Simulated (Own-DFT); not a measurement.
# One host, several defects: wurtzite GaN

Everything here is calculated. The program is Own-DFT (plane waves, in-house, since retired, never reviewed by a person); positions were held fixed, and spin and spin-orbit coupling were off.

Common settings: PBE; PseudoDojo norm-conserving scalar-relativistic files; cutoff 42 hartree; 4 x 4 x 3 k mesh centred on Gamma; Fermi-Dirac smearing of 0.1 eV.

Keep in mind (not all hold for every row): not probed for a lower state with spin; forces not confirmed at this smearing and k mesh; stress not checked against mesh or cutoff.

All runs share one cell, with vectors in Å (9.567, 0.000, 0.000); (-4.784, 8.285, 0.000); (0.000, 0.000, 10.370) and a volume of 822.0 Å³. The atoms are randomly displaced, by u rms on each axis. The defect's site can differ from row to row.

| cell | formula | u (Å) | P (GPa) |
|---|---|---|---|
| no defect | Ga36N36 | 0.0190 | 5.92 |
| no defect | Ga36N36 | 0.0214 | 5.99 |
| no defect | Ga36N36 | 0.0542 | 8.23 |
| one N on a Ga site | Ga35N37 | 0.0284 | 5.43 |
| one N on a Ga site | Ga35N37 | 0.0294 | 5.49 |
| one N on a Ga site | Ga35N37 | 0.0446 | 6.17 |
| one N on a Ga site | Ga35N37 | 0.0497 | ? |
| one Ga on an N site | Ga37N35 | 0.0305 | 12.24 |
| one Ga on an N site | Ga37N35 | 0.0496 | 13.48 |
| one Ga on an N site | Ga37N35 | 0.0522 | 13.21 |

## What the rows give

P = P0 + c u² + a shift for each defect gives P0 = 5.72 GPa, c = 793 ± 80 GPa/Å² and a scatter of 0.21 GPa. The shifts, and each times the cell's volume:

- one Ga on an N site: 5.64 ± 0.18 GPa, 28.9 eV
- one N on a Ga site: -0.99 ± 0.17 GPa, -5.1 eV

A positive shift means that the defect pushes the cell outwards. Shift times volume (160.2 GPa Å³ is 1 eV) depends little on the cell's size, so, taken for each site, it can be compared between cells at like pressure. The atoms around the defects weren't relaxed, which would change these numbers.

## Prediction

Asked: what pressure belongs in the blank (one N on a Ga site, u = 0.0497 Å)?

From the fit: 6.68 ± 0.26 GPa. The run itself gave 6.98 GPa.
